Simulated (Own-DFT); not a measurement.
## Calculated data, Si$_{3}$N$_{4}$ (beta silicon nitride, strained, atoms displaced)

Computed with Own-DFT development build. A calculation, not a measurement: plane-wave PBE density functional theory by an unreviewed code, no spin, of a simulated periodic cell, stress positive in tension, free energy of the whole cell less one offset for each atom, forces on such cells passed a denser k mesh, this cell's mesh not checked; offsets are fitted by least squares, one for each functional and potential file, so energies compare only between cells with the same atoms and settings and are not formation energies; the far tail of each file's local potential was reset to the Coulomb form; each entry is a single point on an unrelaxed cell, so the pressure reflects the starting lattice, mostly measured values (interpolated for alloys), from which strain is counted, and rises with the displacements; printed positions are rounded, which can move forces by about a meV/angstrom; the program, named Own-DFT, is a retired in-house code; no spin-orbit coupling; before rounding, a Quantum ESPRESSO 7.3.1 run of the same cell and cutoff gave forces within 1 meV/angstrom rms on each cell, which checks the program and not the settings.

Common to all runs: functional PBE; potential files PseudoDojo norm-conserving, scalar-relativistic, standard set; wave cutoff 42 hartree; occupations Fermi-Dirac; smearing width 0.1 eV; k mesh 3 x 3 x 3 centred on Gamma.

```json
{"entry": 1, "formula": "Si3N4", "kind": "beta silicon nitride, strained, atoms displaced", "structure": {"cell_angstrom": [[7.6324, -0.0344, -0.1084], [-3.8459, 6.5639, -0.0066], [-0.1243, -0.0805, 8.5754]], "atoms_fractional": [["Si", 0.1734, 0.76431, 0.08309], ["Si", 0.22843, 0.3957, 0.0929], ["Si", 0.5954, 0.82802, 0.08502], ["Si", 0.84289, 0.23963, 0.24508], ["Si", 0.7622, 0.60249, 0.25528], ["Si", 0.40154, 0.16814, 0.25169], ["N", 0.33542, 0.03366, 0.09098], ["N", 0.97048, 0.29626, 0.07719], ["N", 0.69586, 0.67403, 0.08326], ["N", 0.67285, 0.97267, 0.257], ["N", 0.02966, 0.68714, 0.24441], ["N", 0.29965, 0.33348, 0.24779], ["N", 0.33088, 0.67231, 0.0841], ["N", 0.66845, 0.33636, 0.24925], ["Si", 0.17851, 0.78622, 0.41667], ["Si", 0.23777, 0.39576, 0.41078], ["Si", 0.60265, 0.82517, 0.41028], ["Si", 0.83309, 0.22902, 0.58625], ["Si", 0.77387, 0.60645, 0.58487], ["Si", 0.39961, 0.1739, 0.58196], ["N", 0.32135, 0.03334, 0.41234], ["N", 0.96947, 0.30068, 0.415], ["N", 0.69746, 0.663, 0.41726], ["N", 0.65333, 0.96663, 0.58639], ["N", 0.03246, 0.70448, 0.57921], ["N", 0.30052, 0.33189, 0.58697], ["N", 0.33737, 0.67061, 0.41483], ["N", 0.6746, 0.33649, 0.5859], ["Si", 0.18095, 0.76963, 0.74625], ["Si", 0.2305, 0.4004, 0.7487], ["Si", 0.59049, 0.82087, 0.75241], ["Si", 0.8102, 0.23379, 0.92215], ["Si", 0.7613, 0.59527, 0.91686], ["Si", 0.41925, 0.18576, 0.92153], ["N", 0.33724, 0.0396, 0.75424], ["N", 0.97546, 0.3076, 0.73428], ["N", 0.68941, 0.66105, 0.74239], ["N", 0.66556, 0.97257, 0.90744], ["N", 0.02673, 0.69895, 0.91323], ["N", 0.30498, 0.33335, 0.91172], ["N", 0.32097, 0.66556, 0.75431], ["N", 0.66846, 0.33366, 0.91425]]}, "results": {"free_energy_of_cell_above_offsets [eV]": "-2.651", "pressure [GPa]": 13.6, "stress_xx [GPa]": -9.41, "stress_yy [GPa]": -8.16, "stress_zz [GPa]": -23.24, "stress_yz [GPa]": -3.88, "stress_xz [GPa]": -5.48, "stress_xy [GPa]": 0.25, "force_element": ["Si", "Si", "Si", "Si", "Si", "Si", "N", "N", "N", "N", "N", "N", "N", "N", "Si", "Si", "Si", "Si", "Si", "Si", "N", "N", "N", "N", "N", "N", "N", "N", "Si", "Si", "Si", "Si", "Si", "Si", "N", "N", "N", "N", "N", "N", "N", "N"], "force_x [eV/angstrom]": [-0.701, -1.482, -1.83, -3.784, 3.88, 1.756, -0.299, 0.57, 0.365, 0.657, -1.753, 3.515, 2.14, -0.238, 1.649, -3.997, -2.682, -4.298, 2.24, 2.658, -0.216, 2.466, -1.651, 1.395, -0.407, 0.971, -0.037, -1.345, -2.43, -1.766, -1.696, 4.157, 1.605, -2.363, -0.294, 1.404, -0.93, 0.339, -0.643, 0.337, 4.179, -1.44], "force_y [eV/angstrom]": [0.731, 3.557, 0.515, -0.523, -2.499, 3.297, -1.374, 0.06, -0.205, 1.374, 0.646, -2.455, -1.872, -0.193, -5.258, 3.455, -0.53, -1.144, -3.461, 1.668, 1.47, 0.262, 1.675, 0.015, 0.788, -0.71, -0.727, 0.003, 1.216, 1.876, -0.716, -0.608, 0.434, -2.239, -1.604, 0.405, 0.993, 0.408, 0.054, -0.281, -1.101, 2.598], "force_z [eV/angstrom]": [-0.435, -6.103, -0.823, 1.108, -2.486, 0.068, -3.063, 0.899, -0.252, -2.885, 1.152, 1.623, 0.023, -0.229, -0.779, 3.279, 3.264, -4.578, -0.43, 1.807, 1.218, 0.772, 0.364, -1.001, -0.144, -1.763, -0.136, -0.33, 1.369, 0.111, -2.626, -3.746, -0.542, 0.033, -0.835, 7.011, 2.362, 3.52, -0.375, 3.058, -0.1, 0.621]}}
{"entry": 2, "formula": "Si3N4", "kind": "beta silicon nitride, strained, atoms displaced", "structure": {"cell_angstrom": [[7.7086, 0.1009, 0.04], [-3.7669, 6.438, 0.0559], [0.0459, 0.1006, 8.7191]], "atoms_fractional": [["Si", 0.16805, 0.76353, 0.09472], ["Si", 0.23081, 0.40205, 0.09338], ["Si", 0.58667, 0.81473, 0.08322], ["Si", 0.81815, 0.21751, 0.24746], ["Si", 0.76767, 0.59812, 0.25264], ["Si", 0.41112, 0.18294, 0.24809], ["N", 0.33292, 0.02432, 0.08415], ["N", 0.97396, 0.30902, 0.08984], ["N", 0.69345, 0.66596, 0.08617], ["N", 0.65273, 0.95633, 0.25512], ["N", 0.02907, 0.69243, 0.25433], ["N", 0.30357, 0.33771, 0.25242], ["N", 0.33215, 0.66413, 0.09075], ["N", 0.65774, 0.31828, 0.25382], ["Si", 0.17576, 0.78672, 0.42314], ["Si", 0.23461, 0.40516, 0.41861], ["Si", 0.59175, 0.82305, 0.42412], ["Si", 0.83295, 0.23624, 0.58166], ["Si", 0.76178, 0.59399, 0.58286], ["Si", 0.38686, 0.17198, 0.58719], ["N", 0.32216, 0.02361, 0.41119], ["N", 0.97443, 0.30952, 0.41468], ["N", 0.69265, 0.65875, 0.40319], ["N", 0.67151, 0.97587, 0.58437], ["N", 0.02282, 0.69531, 0.58531], ["N", 0.30383, 0.32971, 0.58053], ["N", 0.31915, 0.66088, 0.41535], ["N", 0.68406, 0.35187, 0.58073], ["Si", 0.17002, 0.78083, 0.74843], ["Si", 0.22838, 0.4041, 0.7541], ["Si", 0.60589, 0.8258, 0.75425], ["Si", 0.81278, 0.22051, 0.91627], ["Si", 0.76432, 0.59194, 0.91146], ["Si", 0.39591, 0.16287, 0.92018], ["N", 0.34005, 0.03674, 0.74882], ["N", 0.97787, 0.3143, 0.74393], ["N", 0.69917, 0.67474, 0.74214], ["N", 0.65972, 0.96471, 0.91379], ["N", 0.02436, 0.70633, 0.91322], ["N", 0.29893, 0.3277, 0.9165], ["N", 0.34413, 0.67571, 0.75286], ["N", 0.63743, 0.3141, 0.91378]]}, "results": {"free_energy_of_cell_above_offsets [eV]": "-2.745", "pressure [GPa]": 9.03, "stress_xx [GPa]": -2.94, "stress_yy [GPa]": -16.29, "stress_zz [GPa]": -7.85, "stress_yz [GPa]": 4.29, "stress_xz [GPa]": 2.63, "stress_xy [GPa]": 5.25, "force_element": ["Si", "Si", "Si", "Si", "Si", "Si", "N", "N", "N", "N", "N", "N", "N", "N", "Si", "Si", "Si", "Si", "Si", "Si", "N", "N", "N", "N", "N", "N", "N", "N", "Si", "Si", "Si", "Si", "Si", "Si", "N", "N", "N", "N", "N", "N", "N", "N"], "force_x [eV/angstrom]": [0.908, -1.106, -1.502, 0.075, 3.125, -0.199, -0.718, -1.005, 1.476, 0.725, -1.981, 1.538, -0.768, 1.038, 0.092, -2.526, -1.794, -0.918, 1.327, 5.784, 0.293, 0.285, -2.292, 0.444, -0.071, -2.976, 1.659, -1.501, 2.122, 0.176, -4.652, 0.617, 0.033, -1.378, -0.846, -1.147, 2.136, 0.878, -0.024, -0.685, -1.3, 4.655], "force_y [eV/angstrom]": [-0.411, 0.515, 0.904, 1.268, -2.467, -1.823, 0.051, -1.498, -0.609, 0.971, 0.144, -1.467, 0.036, 2.607, -7.381, 0.419, -1.381, 1.315, 1.954, -0.06, 6.292, -1.483, 1.973, -0.978, 1.724, 1.764, 2.261, -5.517, -2.487, 1.911, 0.793, 3.078, -0.978, 0.214, -1.074, -1.668, -1.392, -0.158, -0.117, -0.298, -0.616, 3.67], "force_z [eV/angstrom]": [-2.525, -2.96, 1.192, 1.984, -2.895, -0.309, 1.377, -2.126, -1.567, -1.789, 1.202, 0.618, -0.611, -0.462, -0.882, -0.416, -0.575, -0.601, -1.947, -2.5, 1.584, -0.808, 5.505, 0.121, 0.323, 1.284, 0.974, 0.303, -0.105, -0.613, -1.733, -0.051, 0.946, -0.747, 0.806, 1.802, 1.696, 1.57, 1.56, 1.276, -0.119, 0.22]}}
{"entry": 3, "formula": "Si3N4", "kind": "beta silicon nitride, strained, atoms displaced", "structure": {"cell_angstrom": [[7.6279, -0.0245, 0.031], [-3.8351, 6.6535, 0.015], [0.0356, 0.0404, 8.726]], "atoms_fractional": [["Si", 0.16359, 0.78099, 0.09143], ["Si", 0.23815, 0.40864, 0.07494], ["Si", 0.60656, 0.83888, 0.08558], ["Si", 0.82164, 0.22913, 0.25065], ["Si", 0.76779, 0.5926, 0.24087], ["Si", 0.39535, 0.17568, 0.24969], ["N", 0.33331, 0.03386, 0.08833], ["N", 0.96829, 0.29884, 0.08345], ["N", 0.70545, 0.66537, 0.07486], ["N", 0.6702, 0.97261, 0.24712], ["N", 0.02774, 0.69942, 0.2447], ["N", 0.29137, 0.32847, 0.25331], ["N", 0.33492, 0.67014, 0.0874], ["N", 0.67837, 0.33986, 0.25156], ["Si", 0.16111, 0.77164, 0.41892], ["Si", 0.21656, 0.38784, 0.41847], ["Si", 0.59902, 0.82437, 0.4133], ["Si", 0.83273, 0.24058, 0.59173], ["Si", 0.76368, 0.59763, 0.58884], ["Si", 0.40895, 0.17209, 0.58473], ["N", 0.3451, 0.04142, 0.41467], ["N", 0.967, 0.30293, 0.40746], ["N", 0.70544, 0.66117, 0.41287], ["N", 0.6697, 0.9714, 0.58665], ["N", 0.02829, 0.70449, 0.5841], ["N", 0.30105, 0.32937, 0.58619], ["N", 0.33067, 0.66795, 0.41084], ["N", 0.67607, 0.35984, 0.59321], ["Si", 0.15015, 0.7464, 0.74558], ["Si", 0.2262, 0.40171, 0.76093], ["Si", 0.59616, 0.83144, 0.75504], ["Si", 0.82413, 0.22815, 0.9224], ["Si", 0.77361, 0.59526, 0.9156], ["Si", 0.40657, 0.1695, 0.90883], ["N", 0.32272, 0.01865, 0.74289], ["N", 0.96951, 0.31776, 0.7504], ["N", 0.69143, 0.6646, 0.75264], ["N", 0.67056, 0.97454, 0.91375], ["N", 0.0283, 0.69115, 0.91651], ["N", 0.31393, 0.33862, 0.91343], ["N", 0.34578, 0.67078, 0.75092], ["N", 0.65857, 0.3342, 0.91619]]}, "results": {"free_energy_of_cell_above_offsets [eV]": "-3.844", "pressure [GPa]": 4.41, "stress_xx [GPa]": -1.51, "stress_yy [GPa]": -1.53, "stress_zz [GPa]": -10.19, "stress_yz [GPa]": 0.82, "stress_xz [GPa]": 0.92, "stress_xy [GPa]": -2.09, "force_element": ["Si", "Si", "Si", "Si", "Si", "Si", "N", "N", "N", "N", "N", "N", "N", "N", "Si", "Si", "Si", "Si", "Si", "Si", "N", "N", "N", "N", "N", "N", "N", "N", "Si", "Si", "Si", "Si", "Si", "Si", "N", "N", "N", "N", "N", "N", "N", "N"], "force_x [eV/angstrom]": [4.73, -1.325, -1.308, 0.017, 0.144, 2.162, -0.669, 1.036, -2.243, 0.672, -1.429, 0.826, -0.019, -2.623, 3.932, 0.865, -1.219, -2.366, -0.54, 0.003, -0.934, -0.665, -1.975, 0.641, -1.831, -0.962, -0.327, 1.536, 5.098, 1.106, 0.325, -1.611, -1.073, -0.368, -0.12, 1.137, 0.184, 0.51, -0.167, -0.07, -3.466, 2.388], "force_y [eV/angstrom]": [-1.006, 1.465, -3.398, 0.698, -0.771, 1.911, 0.176, 0.062, 2.051, 0.135, 0.055, -0.557, 0.596, -1.384, 0.41, 3.686, -1.218, -0.712, 2.275, 1.876, -2.101, -0.685, 2.026, 1.36, -0.779, -0.551, -0.503, -6.744, 2.496, 2.409, -1.195, 1.82, -1.462, -0.49, 0.009, -0.193, 1.344, 0.292, 0.616, -1.466, -1.997, -0.553], "force_z [eV/angstrom]": [-3.692, 2.553, -1.346, -0.81, 1.461, 0.186, -1.808, -0.51, 1.728, 1.012, 3.351, -1.927, -0.564, -0.436, -1.631, 0.625, 1.141, -3.169, -1.262, -0.299, 0.626, 3.107, 0.013, -0.824, -0.993, 0.315, 0.748, -0.272, 1.623, -3.49, -1.418, -0.695, -1.402, 0.524, 1.607, 1.944, 0.505, 1.3, 1.019, 0.926, 0.098, 0.136]}}
{"entry": 4, "formula": "Si3N4", "kind": "beta silicon nitride, strained, atoms displaced", "structure": {"cell_angstrom": [[7.5669, 0.0919, -0.137], [-3.7039, 6.4539, 0.0678], [-0.1572, -0.0009, 8.7396]], "atoms_fractional": [["Si", 0.17197, 0.7724, 0.08315], ["Si", 0.23054, 0.39681, 0.08274], ["Si", 0.5905, 0.82031, 0.08904], ["Si", 0.83007, 0.23512, 0.25054], ["Si", 0.76738, 0.58191, 0.25094], ["Si", 0.40168, 0.17153, 0.26222], ["N", 0.33242, 0.02964, 0.07684], ["N", 0.96735, 0.30355, 0.07894], ["N", 0.69823, 0.66774, 0.08322], ["N", 0.67218, 0.97013, 0.24848], ["N", 0.02455, 0.69491, 0.26067], ["N", 0.31133, 0.31995, 0.25103], ["N", 0.33083, 0.66778, 0.08269], ["N", 0.67848, 0.34334, 0.25079], ["Si", 0.1762, 0.77576, 0.4088], ["Si", 0.24398, 0.42022, 0.42005], ["Si", 0.59379, 0.82463, 0.41618], ["Si", 0.83178, 0.23118, 0.5856], ["Si", 0.76143, 0.59334, 0.59173], ["Si", 0.41628, 0.16433, 0.58244], ["N", 0.33182, 0.03007, 0.41371], ["N", 0.97712, 0.31949, 0.41779], ["N", 0.70765, 0.66915, 0.4201], ["N", 0.65718, 0.95981, 0.57748], ["N", 0.04194, 0.70396, 0.58749], ["N", 0.29406, 0.33422, 0.59091], ["N", 0.33876, 0.67354, 0.41331], ["N", 0.67084, 0.33136, 0.58785], ["Si", 0.15882, 0.76216, 0.75462], ["Si", 0.22208, 0.40282, 0.74629], ["Si", 0.58547, 0.82263, 0.75158], ["Si", 0.84486, 0.23991, 0.91018], ["Si", 0.78084, 0.60763, 0.9048], ["Si", 0.40833, 0.15984, 0.92274], ["N", 0.34813, 0.04735, 0.7574], ["N", 0.96576, 0.29689, 0.74787], ["N", 0.69935, 0.66706, 0.75337], ["N", 0.66794, 0.97082, 0.92715], ["N", 0.02501, 0.70091, 0.9208], ["N", 0.29104, 0.33048, 0.92426], ["N", 0.3471, 0.67788, 0.74853], ["N", 0.66551, 0.34266, 0.91798]]}, "results": {"free_energy_of_cell_above_offsets [eV]": "-1.301", "pressure [GPa]": 13.69, "stress_xx [GPa]": -11.8, "stress_yy [GPa]": -15.14, "stress_zz [GPa]": -14.12, "stress_yz [GPa]": -0.69, "stress_xz [GPa]": -7.37, "stress_xy [GPa]": 1.83, "force_element": ["Si", "Si", "Si", "Si", "Si", "Si", "N", "N", "N", "N", "N", "N", "N", "N", "Si", "Si", "Si", "Si", "Si", "Si", "N", "N", "N", "N", "N", "N", "N", "N", "Si", "Si", "Si", "Si", "Si", "Si", "N", "N", "N", "N", "N", "N", "N", "N"], "force_x [eV/angstrom]": [0.719, -1.032, -0.052, 0.405, -2.122, 5.664, -0.458, 1.803, 1.263, -0.093, 0.29, -6.398, -0.176, -1.217, 0.772, -0.337, 1.162, -1.096, 2.242, -1.793, 0.236, 0.839, -1.125, 0.674, -2.685, 2.766, -0.444, -0.362, 4.06, 2.106, 2.412, -5.145, -2.391, -0.214, -0.936, 1.572, -2.166, 0.516, 2.112, 1.646, -5.275, 2.259], "force_y [eV/angstrom]": [-1.087, 1.486, 0.304, -0.235, 5.155, -0.217, -1.309, 0.621, -0.231, 0.556, 0.801, 4.28, -0.951, -6.653, -1.889, -2.447, -0.183, -1.124, 0.051, 1.914, -0.483, -0.94, 0.161, 2.691, -0.82, -1.618, 0.593, 0.134, 2.873, 1.524, 2.97, -2.176, -3.763, 6.35, -4.627, 0.845, 2.019, 0.593, 1.077, -1.558, -3.882, -0.804], "force_z [eV/angstrom]": [2.014, 1.393, -1.236, -0.926, -0.223, -4.977, 5.175, 2.488, -0.341, 1.479, -4.177, 0.975, 0.521, 0.484, 3.949, -0.82, -1.535, -3.135, -1.763, 2.03, 2.654, 0.428, -0.68, 2.123, -2.01, -2.039, -0.329, -0.425, 0.664, 2.806, 1.072, 2.255, 6.372, -1.192, -2.734, 0.049, -3.331, -2.825, -1.295, -2.968, 0.373, -0.346]}}
{"entry": 5, "formula": "Si3N4", "kind": "beta silicon nitride, strained, atoms displaced", "structure": {"cell_angstrom": [[7.7156, -0.0038, 0.0036], [-3.8611, 6.6226, 0.0819], [0.0041, 0.1109, 8.7441]], "atoms_fractional": [["Si", 0.1717, 0.75763, 0.08533], ["Si", 0.2352, 0.40846, 0.08382], ["Si", 0.60155, 0.82364, 0.08618], ["Si", 0.82508, 0.24004, 0.24828], ["Si", 0.76592, 0.59052, 0.24747], ["Si", 0.40563, 0.17268, 0.24959], ["N", 0.33275, 0.03251, 0.09257], ["N", 0.97083, 0.2973, 0.08282], ["N", 0.70216, 0.66292, 0.08379], ["N", 0.66761, 0.9665, 0.25272], ["N", 0.02682, 0.69404, 0.24946], ["N", 0.30213, 0.33135, 0.24691], ["N", 0.32189, 0.64388, 0.08068], ["N", 0.66412, 0.32614, 0.2381], ["Si", 0.1757, 0.76375, 0.4297], ["Si", 0.23761, 0.40719, 0.41773], ["Si", 0.58844, 0.82362, 0.42387], ["Si", 0.8357, 0.23636, 0.58754], ["Si", 0.76697, 0.59785, 0.58613], ["Si", 0.39707, 0.16591, 0.58096], ["N", 0.32111, 0.03212, 0.4194], ["N", 0.9663, 0.29978, 0.41161], ["N", 0.69122, 0.66807, 0.42005], ["N", 0.68116, 0.97634, 0.58125], ["N", 0.02951, 0.70297, 0.58156], ["N", 0.28781, 0.33289, 0.5827], ["N", 0.33765, 0.66754, 0.41672], ["N", 0.67221, 0.34013, 0.58081], ["Si", 0.18878, 0.78158, 0.74967], ["Si", 0.2378, 0.4016, 0.7501], ["Si", 0.59632, 0.82454, 0.74556], ["Si", 0.82126, 0.22332, 0.91871], ["Si", 0.76549, 0.59545, 0.92584], ["Si", 0.39627, 0.15981, 0.9141], ["N", 0.33756, 0.03198, 0.76275], ["N", 0.96314, 0.30224, 0.74955], ["N", 0.71226, 0.67003, 0.73719], ["N", 0.66889, 0.97058, 0.91576], ["N", 0.03331, 0.7014, 0.92083], ["N", 0.30448, 0.33531, 0.90926], ["N", 0.33561, 0.65619, 0.74844], ["N", 0.66172, 0.33748, 0.9217]]}, "results": {"free_energy_of_cell_above_offsets [eV]": "-3.999", "pressure [GPa]": 2.76, "stress_xx [GPa]": 4.27, "stress_yy [GPa]": -4.47, "stress_zz [GPa]": -8.06, "stress_yz [GPa]": 0.99, "stress_xz [GPa]": 0.65, "stress_xy [GPa]": 1.68, "force_element": ["Si", "Si", "Si", "Si", "Si", "Si", "N", "N", "N", "N", "N", "N", "N", "N", "Si", "Si", "Si", "Si", "Si", "Si", "N", "N", "N", "N", "N", "N", "N", "N", "Si", "Si", "Si", "Si", "Si", "Si", "N", "N", "N", "N", "N", "N", "N", "N"], "force_x [eV/angstrom]": [0.365, -0.07, -1.694, 1.344, 0.72, -0.179, -0.219, -0.027, -2.414, -0.038, 0.296, 0.659, 0.353, -1.357, -0.101, -2.191, 1.459, -2.049, 2.214, 1.03, 0.457, 1.447, 1.085, -0.806, 0.431, 3.336, -1.501, -0.843, -0.98, -3.335, 0.841, -0.945, 2.343, 0.533, -0.118, 2.34, -3.422, 0.111, -0.313, 1.324, -1.005, 0.919], "force_y [eV/angstrom]": [0.862, -4.775, -0.392, -1.76, -0.415, 0.934, -2.568, -0.306, 1.934, 0.295, 0.178, -0.318, 7.044, 1.416, 0.114, -0.197, 0.998, 0.358, -1.806, 3.421, -1.26, 0.87, -0.573, -0.821, 0.37, -2.586, -0.151, -1.981, -4.381, 0.233, -0.589, 2.909, -1.113, 5.141, -1.313, 0.572, 2.365, -2.377, 0.272, -1.774, 3.017, -1.849], "force_z [eV/angstrom]": [0.462, -1.295, 0.462, -0.021, 2.563, 0.237, -2.151, -0.439, 0.655, -0.711, 1.65, 1.281, 0.256, 1.057, -4.204, -2.42, -1.437, -2.147, -3.649, 1.051, 0.095, 0.874, -1.16, 0.558, 2.725, 0.495, 0.367, -0.023, 0.841, -0.35, 0.594, -0.003, -4.076, 4.914, -5.234, 1.332, 6.216, -0.187, -1.091, 2.48, -0.13, -0.435]}}
```
